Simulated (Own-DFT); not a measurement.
GaP (zincblende, strained, atoms displaced), SiC (4H silicon carbide, strained, atoms displaced), Si3N4 (beta silicon nitride, strained, atoms displaced) (calculated)

A calculation, not a measurement: plane-wave PBE density functional theory by an unreviewed code, no spin, of a simulated periodic cell, stress positive in tension, free energy of the whole cell less one offset for each atom, forces on such cells passed a denser k mesh, this cell's mesh not checked; offsets are fitted by least squares, one for each functional and potential file, so energies compare only between cells with the same atoms and settings and are not formation energies; the far tail of each file's local potential was reset to the Coulomb form; each entry is a single point on an unrelaxed cell, so the pressure reflects the starting lattice, mostly measured values (interpolated for alloys), from which strain is counted, and rises with the displacements; printed positions are rounded, which can move forces by about a meV/angstrom; the program, named Own-DFT, is a retired in-house code; no spin-orbit coupling. Program: Own-DFT development build.

Settings shared by all entries: functional PBE; potential files PseudoDojo norm-conserving, scalar-relativistic, standard set; wave cutoff 42 hartree; occupations Fermi-Dirac; smearing width 0.1 eV.

(1) GaP (zincblende, strained, atoms displaced)

```xyz
64
Lattice="10.8620 0.0000 0.0000 0.0000 10.8620 0.0000 0.0000 0.0000 10.9361" Properties=species:S:1:pos:R:3 GaP
Ga     0.0436     0.0485     0.1345
Ga     0.0431     2.7008     2.7361
Ga     2.7284     0.0285     2.6604
Ga     2.7507     2.7424    10.9037
P      1.3473     1.3798     1.3588
P      1.3739     4.0766     4.1060
P      4.1619     1.3138     4.0512
P      4.0265     4.0506     1.4207
Ga     0.0256    10.8218     5.4502
Ga     0.0042     2.6675     8.1482
Ga     2.7077    10.8018     8.1724
Ga     2.7401     2.7533     5.3833
P      1.2850     1.4243     6.7937
P      1.3565     4.0281     9.5129
P      4.1002     1.3149     9.4903
P      4.0275     4.0405     6.7696
Ga     0.0130     5.3963     0.0638
Ga    10.8597     8.2563     2.7315
Ga     2.6889     5.4796     2.7409
Ga     2.7388     8.1611    10.9249
P      1.3474     6.8650     1.3809
P      1.3525     9.5283     4.0250
P      4.1974     6.7932     4.1598
P      4.0305     9.4549     1.4125
Ga    10.8113     5.4751     5.4538
Ga     0.0238     8.1329     8.2106
Ga     2.6468     5.3887     8.1697
Ga     2.8024     8.2971     5.5020
P      1.4011     6.7890     6.8850
P      1.3839     9.5102     9.5500
P      4.1159     6.8108     9.5969
P      4.0947     9.5728     6.7641
Ga     5.4293     0.0395     0.0207
Ga     5.5720     2.7007     2.7200
Ga     8.1161     0.0636     2.6592
Ga     8.1850     2.6419    10.8720
P      6.7788     1.3697     1.3428
P      6.7835     4.0842     4.1422
P      9.5777     1.3498     4.1226
P      9.4459     4.0760     1.3401
Ga     5.3582    10.7619     5.4365
Ga     5.4300     2.6872     8.1896
Ga     8.2003     0.0935     8.1643
Ga     8.0992     2.8213     5.4586
P      6.7820     1.4225     6.8502
P      6.7804     4.0965     9.5412
P      9.4674     1.3423     9.5416
P      9.4930     4.0903     6.8305
Ga     5.4346     5.4464     0.0276
Ga     5.4224     8.1342     2.7404
Ga     8.0818     5.4267     2.7373
Ga     8.1886     8.1115     0.0611
P      6.7927     6.8223     1.2901
P      6.7760     9.4245     4.1092
P      9.5631     6.8464     4.0056
P      9.4783     9.5075     1.3679
Ga     5.3773     5.4332     5.4835
Ga     5.4373     8.2071     8.3119
Ga     8.0637     5.4665     8.2739
Ga     8.1965     8.2184     5.4988
P      6.7174     6.8485     6.8090
P      6.8394     9.5998     9.5746
P      9.4042     6.8206     9.5539
P      9.5814     9.6132     6.8005
```

* hardware: one NVIDIA H100
* k mesh: 3 x 3 x 3 centred on Gamma
* free energy of cell above offsets: -33.677 eV
* pressure: 3.52 GPa
* stress xx: -3.65 GPa
* stress yy: -3.67 GPa
* stress zz: -3.23 GPa
* stress yz: -0.08 GPa
* stress xz: 0 GPa
* stress xy: -0.52 GPa
* wall time: 501 s

Force:
```tsv
element	x (eV/Å)	y (eV/Å)	z (eV/Å)
Ga	-0.713	-0.747	-1.577
Ga	-0.591	0.506	0.072
Ga	0.012	0.086	0.537
Ga	-0.005	-0.463	-0.286
P	0.924	0.653	0.068
P	-0.435	0.545	-0.294
P	-0.629	0.502	-0.082
P	0.787	0.253	-0.163
Ga	0.533	0.73	-0.472
Ga	-0.743	0.61	0.495
Ga	-0.318	0.923	-0.424
Ga	-0.049	-0.95	0.062
P	1.448	-1.009	-0.419
P	-0.377	0.214	0.682
P	-0.501	0.207	0.749
P	0.4	0.211	0.853
Ga	-0.138	0.454	-0.752
Ga	0	-0.585	-0.395
Ga	0.302	0.216	0.404
Ga	-0.191	-0.206	-0.154
P	-0.022	-0.322	-0.21
P	0.821	0.286	0.802
P	-1.808	0.386	-0.749
P	0.661	0.542	-0.589
Ga	0.469	-0.039	0.095
Ga	-0.446	0.151	0.017
Ga	1.059	0.16	0.377
Ga	-1.017	-1.592	-0.921
P	-0.346	0.634	-1.149
P	-0.471	0.105	0.66
P	-0.755	-0.55	-0.381
P	-0.074	-0.595	2.168
Ga	-0.403	-0.631	-0.15
Ga	-1.13	0.4	0.278
Ga	0.334	-0.523	1.237
Ga	-0.6	0.946	0.217
P	0.372	0.147	-0.522
P	-0.367	0.604	-0.52
P	-1.129	0.308	-0.332
P	0.304	-0.516	0.462
Ga	1.683	1.318	-0.48
Ga	-0.165	0.712	-0.07
Ga	-0.657	-0.603	-0.366
Ga	0.904	-1.141	0.308
P	-0.002	-0.796	-0.989
P	-0.496	-0.735	0.718
P	1.539	-0.033	0.457
P	-0.221	0.504	0.432
Ga	-0.266	-0.559	-0.122
Ga	0.347	-0.194	-0.256
Ga	0.394	0.421	-0.173
Ga	-0.321	0.838	-0.881
P	-0.348	-0.335	1.171
P	0.423	1.081	-0.431
P	-0.85	-0.306	0.75
P	0.142	0.443	0.011
Ga	0.65	-0.339	0.526
Ga	0.167	0.128	-0.77
Ga	0.245	0.148	-1.32
Ga	0.088	-0.629	-0.12
P	0.6	-0.105	0.489
P	0.197	-0.407	0.278
P	1.416	-0.3	0.266
P	-0.637	-1.159	0.874
```

(2) SiC (4H silicon carbide, strained, atoms displaced)

```xyz
72
Lattice="9.4321 -0.1062 0.0267 -4.8080 7.9436 -0.1471 0.0290 -0.1682 9.9965" Properties=species:S:1:pos:R:3 SiC
Si    -4.7218     7.8703     3.9269
Si    -0.0268     1.6562     1.5256
C     -0.0180     0.0538     0.9906
C      0.0200     1.7210     3.2789
Si    -1.4381     2.6674     3.9656
Si    -1.6585     4.3517     1.5541
C     -1.5166     2.6609     0.9203
C     -1.6701     4.3490     3.3793
Si    -3.0872     5.1412     3.8884
Si    -3.2674     7.0935     1.3907
C      6.1677     5.2418     0.8648
C     -3.2141     7.0113     3.3314
Si     3.1792    -0.0662     4.0576
Si     3.1613     1.7292     1.5683
C      3.1285    -0.0421     0.9612
C      3.1588     1.6941     3.3730
Si     1.5617     2.6043     4.0304
Si     1.4481     4.3195     1.5095
C      1.5640     2.6538     0.8869
C      1.5783     4.2959     3.4027
Si    -0.0795     5.2609     3.9806
Si    -0.1013     7.0001     1.4540
C     -0.0641     5.3037     0.8982
C     -0.0462     7.0210     3.3331
Si     1.6279     7.7560     3.9086
Si     6.2717     1.7613     1.4653
C      1.4899     7.7828     0.8162
C      6.2665     1.6111     3.4782
Si     4.7160     2.4762     4.1177
Si     4.5849     4.3105     1.5305
C      4.6593     2.5407     0.8716
C      4.6613     4.3473     3.3707
Si     3.0267     5.2356     4.0405
Si     2.9836     6.8948     1.4041
C      3.1082     5.2610     0.8124
C      3.0470     7.0413     3.2874
Si    -4.7717     7.7904     8.9234
Si     4.6435     5.9912     6.4778
C      4.6487     7.6942     5.7638
C      4.6378     5.9354     8.3766
Si    -3.1266     5.1386     9.0144
Si     6.3390     3.3738     6.5569
C     -3.2258     5.2962     5.7532
C      6.2141     3.3740     8.3436
Si    -1.5468     2.5034     8.9808
Si     7.9038     0.7379     6.5961
C     -1.5820     2.5639     5.9401
C      7.9337     0.6082     8.5032
Si     6.2631    -0.2102     9.1140
Si     1.4769     6.0372     6.4393
C      6.3156    -0.1079     5.9625
C      1.5547     5.9276     8.3090
Si     3.0780     5.0864     8.9946
Si     3.1071     3.4725     6.4628
C      3.1039     5.0967     5.9158
C      3.1110     3.3545     8.4122
Si     4.6978     2.4686     8.9255
Si     4.6595     0.7657     6.4732
C      4.6571     2.4010     5.9253
C      4.7337     0.7078     8.4449
Si    -1.6429     7.7456     8.9137
Si    -1.6392     6.0906     6.3855
C      3.1112    -0.0666     5.8554
C     -1.5821     5.9788     8.3714
Si     0.0005     5.0656     9.0127
Si     0.0101     3.4887     6.5203
C     -0.0365     5.1710     5.8148
C     -0.0427     3.3014     8.3503
Si     1.7020     2.5318     9.0505
Si     1.6062     0.7581     6.5024
C      1.4673     2.4942     5.9068
C      1.5468     0.7449     8.4951
```

- hardware: one NVIDIA H100
- k mesh: 4 x 4 x 3 centred on Gamma
- free energy of cell above offsets: -5.009 eV
- pressure: 5.93 GPa
- stress xx: 4.41 GPa
- stress yy: -12.49 GPa
- stress zz: -9.71 GPa
- stress yz: -5.64 GPa
- stress xz: 2.06 GPa
- stress xy: -3.89 GPa
- wall time: 342.5 s

Force:
```tsv
element	x (eV/Å)	y (eV/Å)	z (eV/Å)
Si	-1.137	0.485	-1.457
Si	0.757	4.154	-1.125
C	-0.474	-4.129	-2.073
C	0.641	0.192	3.925
Si	-2.735	-3.08	1.32
Si	0.261	2.019	-1.996
C	-1.342	-0.545	-1.226
C	3.776	-0.108	-0.592
Si	-4.979	3.537	1.404
Si	0.35	0.003	1.498
C	0.563	-1.914	0.971
C	1.054	-0.644	-1.057
Si	-0.564	0.113	-1.774
Si	-0.922	-0.274	-1.193
C	0.36	0.094	-0.305
C	-0.464	0.222	2.044
Si	0.26	-1.91	-0.507
Si	1.252	1.803	0.204
C	-0.098	-1.784	0.475
C	-1.773	1.782	-0.391
Si	0.875	-0.406	-1.015
Si	-0.133	1.455	0.308
C	-0.525	-2.318	-0.153
C	-0.064	-0.813	0.265
Si	-3.862	3.175	1.264
Si	-0.012	-1.981	2.039
C	-0.939	1.971	-0.282
C	1.245	1.179	-1.084
Si	0.146	1.046	-2.385
Si	0.97	0.468	-0.85
C	0.869	1.162	-0.729
C	-0.285	-1.02	1.22
Si	2.113	-0.176	-1.115
Si	1.545	2.814	1.171
C	-1.199	-2.676	1.004
C	2.882	-3.086	-0.069
Si	-0.143	0.31	0.662
Si	0.602	-0.18	0.262
C	-0.458	1.492	1.416
C	1.161	-0.312	-0.388
Si	-1.299	1.398	-0.853
Si	-1.443	0.113	-2.292
C	0.858	-1.925	1.147
C	1.423	-1.886	1.612
Si	-0.796	-0.173	0.708
Si	-0.112	-1.478	-0.021
C	1.104	1.314	-1.289
C	-1.532	0.396	-0.6
Si	1.003	-0.468	-1.122
Si	1.062	0.598	0.623
C	-0.066	-0.847	-0.173
C	-1.11	0.581	0.649
Si	0.693	0.647	-0.794
Si	-0.308	-4.607	1.602
C	-0.838	3.317	-1.741
C	1.713	0.365	-1.833
Si	-0.244	0.081	1.515
Si	1.375	-2.733	2.104
C	0.404	4.398	0.285
C	-0.358	-0.938	-1.076
Si	-0.164	0.858	0.419
Si	-0.122	-0.227	1.128
C	1.024	-0.912	1.803
C	0.154	0.113	-1.227
Si	-0.433	0.427	-0.676
Si	-1.005	-2.047	-0.085
C	-0.756	1.053	0.193
C	1.878	1.456	1.034
Si	-3.533	-1.755	-0.248
Si	-1.456	-0.144	1.61
C	1.555	1.456	-0.535
C	1.755	-0.553	-1.552
```

(3) Si3N4 (beta silicon nitride, strained, atoms displaced)

```xyz
42
Lattice="7.5643 0.0010 -0.0845 -3.7813 6.6085 0.0298 -0.0970 -0.0165 8.7340" Properties=species:S:1:pos:R:3 Si3N4
Si    -1.5786     5.0626     0.6683
Si     0.2408     2.6980     0.7027
Si     1.3697     5.4122     0.7133
Si     5.2882     1.5283     2.0989
Si     3.6512     3.8951     2.1727
Si     2.3954     1.1964     2.1968
N      2.4096     0.1748     0.6493
N      6.1221     1.9427     0.7689
N      2.7272     4.4426     0.7459
N      1.3793     6.2822     2.1515
N     -2.4627     4.5636     2.2266
N      0.9909     2.2328     2.1076
N     -0.0416     4.4394     0.7190
N      3.7543     2.2695     2.1626
Si    -1.6950     5.0993     3.6412
Si     0.1349     2.6252     3.6397
Si     1.3499     5.5144     3.5354
Si     5.3139     1.5153     5.1191
Si     3.5600     3.8541     5.1501
Si     2.3698     1.1979     5.0668
N      2.3994     0.1873     3.5672
N      6.1131     2.0084     3.5805
N      2.7525     4.4293     3.5491
N      1.2435     6.4117     5.1180
N     -2.4066     4.6176     5.1248
N      0.9721     2.1155     5.0644
N      0.0186     4.4227     3.5595
N      3.7311     2.1987     5.0493
Si    -1.6715     5.1049     6.5820
Si     0.1328     2.6501     6.4531
Si     1.2711     5.5008     6.5458
Si     5.2753     1.4917     7.9528
Si     3.5409     3.9363     7.9569
Si     2.3603     1.1404     8.0172
N      2.3351     0.2520     6.5376
N      6.2208     2.0568     6.4838
N      2.6504     4.5320     6.4736
N      1.2515     6.2579     8.0159
N     -2.3979     4.7130     7.9457
N      0.8323     2.0664     8.0463
N     -0.0374     4.3571     6.6327
N      3.6957     2.1730     7.9927
```

- k mesh: 3 x 3 x 3 centred on Gamma
- free energy of cell above offsets: -2.631 eV
- pressure: 8.96 GPa
- stress xx: -12.04 GPa
- stress yy: -5.3 GPa
- stress zz: -9.56 GPa
- stress yz: 1.23 GPa
- stress xz: -1.99 GPa
- stress xy: -1.71 GPa

Force:
```tsv
element	x (eV/Å)	y (eV/Å)	z (eV/Å)
Si	0.19	1.23	3.177
Si	-2.39	0.849	0.125
Si	-0.891	-0.702	0.342
Si	0.01	-1.926	2.627
Si	-5.39	2.057	-0.07
Si	-0.595	-0.516	-2.292
N	-0.032	0.62	2.649
N	2.204	1.173	-4.087
N	3.211	-1.857	-1.831
N	-0.009	6.204	-2.469
N	3.707	2.191	-2.288
N	0.838	-1.426	2.854
N	0.975	-2.28	-0.072
N	-0.327	-3.764	-0.088
Si	3.287	-0.857	0.027
Si	0.896	2.726	-1.814
Si	0.276	-3.901	4.727
Si	0.44	-0.207	-2.193
Si	-1.583	3.627	-3.144
Si	0.371	-2.757	-0.072
N	-0.604	1.136	1.487
N	-0.638	-1.162	0.757
N	0.647	-0.164	2.419
N	0.786	1.136	-1.489
N	-1.568	-0.474	0.258
N	-0.909	0.654	-0.369
N	-2.243	-1.139	0.987
N	0.736	-0.245	0.663
Si	4.117	1.276	-3.279
Si	3.92	2.187	2.98
Si	-1.327	-2.294	-1.091
Si	1.301	-1.053	0.945
Si	-1.912	1.158	0.539
Si	-2.498	-0.036	-0.656
N	0.008	-0.818	-0.682
N	-5.957	-3.089	1.049
N	3.379	-2.553	1.233
N	0.777	5.266	-0.294
N	-5.227	-2.934	2.556
N	1.72	-0.091	-2.404
N	-0.797	0.811	-1.128
N	1.101	1.943	-0.589
```
